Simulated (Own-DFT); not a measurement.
# Strain and stress in 4H SiC, 72 atoms (C36Si36)

Calculated results; nothing here was measured. The program, named Own-DFT, is a retired in-house plane-wave density functional code that no person has reviewed. Each row is one single-point run on a periodic cell that was not relaxed, without spin or spin-orbit coupling.

Settings of every run: PBE; PseudoDojo norm-conserving scalar-relativistic files; cutoff 42 hartree; 4 x 4 x 3 k mesh centred on Gamma; Fermi-Dirac smearing of 0.1 eV.

Known limits: forces on such cells passed a denser k mesh, each cell not checked; stress not checked against mesh or cutoff.

Unstrained cell vectors in Å: (9.248, 0.000, 0.000); (-4.624, 8.009, 0.000); (0.000, 0.000, 10.068). The unstrained cell has measured lattice constants (interpolated for alloys), not those of this functional. That, the random moves and any unrelaxed bonds set the pressure at no strain. Each run strains this cell uniformly, with the atoms carried along. Every atom was also moved at random, by a Gaussian of width 0.05 Å on each axis. Strain is the symmetric tensor, in per cent. Stress is positive in tension, and the pressure is minus a third of its trace.

| run | e_xx (%) | e_yy (%) | e_zz (%) | e_yz (%) | e_xz (%) | e_xy (%) | s_xx (GPa) | s_yy (GPa) | s_zz (GPa) | s_yz (GPa) | s_xz (GPa) | s_xy (GPa) | P (GPa) | E (meV/atom) |
|---|---|---|---|---|---|---|---|---|---|---|---|---|---|---|
| 1 | -0.10 | 0.84 | -1.62 | -0.03 | 0.60 | 1.23 | -5.77 | -0.32 | -16.97 | -0.40 | 2.20 | 5.95 | 7.69 | 19.0 |
| 2 | 1.20 | -0.65 | -1.29 | 1.58 | -0.08 | 0.66 | 1.48 | -10.07 | -12.62 | 5.73 | -0.58 | 2.68 | 7.07 | 13.5 |
| 3 | 0.00 | -0.01 | 0.98 | -0.54 | -0.84 | -1.74 | -4.15 | -5.54 | -1.74 | -2.26 | -2.22 | -8.42 | 3.81 | 30.1 |
| 4 | -1.43 | -1.95 | 0.07 | -0.09 | 1.10 | -0.64 | -13.59 | -19.16 | -7.78 | -0.49 | 4.22 | -2.79 | 13.51 | 24.8 |
| 5 | 0.86 | -1.27 | 0.95 | -0.60 | 1.40 | 0.87 | -0.74 | -11.02 | -0.24 | -2.33 | 4.42 | 3.63 | 4.00 | 1.4 |
| 6 | 0.66 | -0.28 | 1.12 | -1.93 | -1.45 | 1.48 | -0.93 | -8.44 | 0.44 | -8.05 | -4.45 | 6.72 | 2.97 | 26.9 |
| 7 | 1.05 | -0.47 | -0.67 | 1.09 | 1.16 | 0.85 | 1.01 | -7.69 | -11.62 | 5.01 | 2.60 | 3.57 | 6.10 | 34.0 |
| 8 | 1.64 | 0.87 | -1.91 | 1.18 | -1.40 | 0.37 | 3.53 | 1.04 | -16.45 | 3.04 | -4.62 | 0.33 | 3.96 | 18.0 |
| 9 | 1.46 | -1.87 | 0.33 | 1.69 | -0.43 | 1.01 | 0.73 | -11.30 | -5.46 | 3.86 | -2.90 | 3.17 | 5.34 | 20.7 |
| 10 | 1.02 | -0.04 | -1.23 | 0.20 | -0.12 | 0.60 | -2.91 | -4.06 | -11.92 | 1.60 | -0.99 | 3.90 | 6.30 | 23.3 |
| 11 | 0.49 | -0.33 | -1.39 | -0.73 | 0.85 | -1.17 | -2.92 | -7.61 | -14.50 | -2.20 | 2.63 | -5.91 | 8.34 | 17.0 |
| 12 | 1.12 | -1.05 | -0.24 | 1.24 | -1.55 | 1.96 | -0.98 | -11.55 | -7.24 | 4.57 | -6.34 | 10.05 | 6.59 | 31.4 |
| 13 | -1.79 | -1.13 | -1.45 | 0.05 | -0.16 | 1.85 | -17.52 | -15.48 | -16.57 | 0.80 | 0.16 | 8.72 | 16.52 | 46.1 |
| 14 | -1.20 | -1.35 | -1.92 | 1.89 | -1.12 | 0.85 | -15.22 | -14.05 | -22.26 | 7.46 | -5.02 | 4.29 | 17.18 | 63.2 |
| 15 | -1.33 | 0.16 | -0.04 | 0.64 | 1.97 | -1.53 | -12.89 | -4.57 | -8.82 | 2.10 | 7.53 | -7.88 | 8.76 | 27.9 |
| 16 | 1.05 | 0.47 | 1.96 | 1.88 | -0.58 | -0.04 | 1.99 | -0.13 | 5.19 | 6.29 | -1.62 | 0.84 | -2.35 | 0.0 |
| 17 | 0.41 | 0.43 | 0.59 | 1.43 | 1.43 | -1.99 | ? | ? | ? | ? | ? | ? | ? | ? |

E is the free energy for each atom above the lowest run shown.

## Worked fit

Each stress component was fitted by least squares to a constant and the strains of the runs shown, as fractions, with shears doubled. Shear strains stay in the fit of a normal stress only where such slopes are resolved. The slopes, in GPa:

| stress | at no strain | per e_xx | per e_yy | per e_zz | scatter |
|---|---|---|---|---|---|
| s_xx | -5.2 | 552 ± 27 | 86 ± 35 | 70 ± 24 | 1.13 |
| s_yy | -5.4 | 118 ± 37 | 575 ± 48 | 30 ± 34 | 1.56 |
| s_zz | -7.1 | 101 ± 28 | 28 ± 35 | 590 ± 25 | 1.16 |

Each shear stress against twice its own strain: yz 180 ± 11, xz 167 ± 7, xy 245 ± 12 GPa. These are stiffnesses along x, y and z of the frame in which the cell vectors are given, which need not be the crystal's axes. The atoms are held to the strained lattice; where symmetry lets them move under strain, relaxing them would lower some slopes. The table should be nearly symmetric about its diagonal, and what it lacks of that shows the noise. A ninth of its sum, 239 ± 6 GPa, estimates the bulk modulus near the mean pressure of these runs, 7.2 GPa, so it lies above the value at zero pressure.

## Withheld run

Question: what normal stresses and pressure should run 17 give?

The fit gives s_xx = -2.2, s_yy = -2.3, s_zz = -3.1 and P = 2.5 GPa. The calculation gave -0.63, -2.70, -3.11 and P = 2.15 GPa.
